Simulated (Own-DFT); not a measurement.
# A change of arrangement and its cost: As32Ga32, 64 atoms

All numbers below are calculated, not measured. The program, named Own-DFT, is a retired in-house plane-wave density functional code that no person has reviewed. Each row is one single-point run on a periodic cell that was not relaxed, without spin or spin-orbit coupling.

Settings of every run: PBE; PseudoDojo norm-conserving scalar-relativistic files; cutoff 42 hartree; 3 x 3 x 3 k mesh centred on Gamma; Fermi-Dirac smearing of 0.1 eV.

Known limits, some of them of some rows only: not probed for a lower state with spin; forces on such cells failed a check on a denser k mesh; forces not confirmed at this smearing and k mesh; stress not checked against mesh or cutoff.

All cells hold the same atoms in the same cell, with vectors in Å (11.307, 0.000, 0.000); (0.000, 11.307, 0.000); (0.000, 0.000, 11.307). Every atom was moved at random from its ideal site; u is the rms move along one axis. The defect's site can differ from row to row. E is the free energy of the cell above the lowest run. The arrangements:

- A: zincblende GaAs
- B: zincblende GaAs, with one As on a Ga site and one Ga on an As site, 2.4 Å apart

| arrangement | u (Å) | E (eV) | P (GPa) |
|---|---|---|---|
| A | 0.0192 | 0.020 | 3.51 |
| A | 0.0197 | 0.000 | 3.51 |
| A | 0.0198 | 0.069 | 3.52 |
| A | 0.0458 | 2.059 | 3.96 |
| A | 0.0508 | 2.283 | 4.00 |
| A | 0.0511 | 1.800 | 3.85 |
| B | 0.0296 | 3.019 | 3.91 |
| B | 0.0303 | 3.060 | 3.93 |
| B | 0.0314 | 3.147 | 3.94 |
| B | 0.0455 | 4.414 | 4.21 |
| B | 0.0456 | 4.630 | 4.31 |
| B | 0.0503 | 4.947 | 4.29 |

Question: once the cost of the random moves is taken out, how do the arrangements rank?

## Worked answer

Fit E = a + b u², with one b for all and one a for each arrangement, and with residuals divided by u², since the noise grows with the moves. Then b = 1063 eV/Å², the scatter at u = 0.04 Å is 0.17 eV, and against A:

- B: 2.50 ± 0.07 eV (higher)

These are energies of unrelaxed cells. Relaxing the atoms lowers the strained arrangements most, so the gaps would shrink and small ones could change sign.
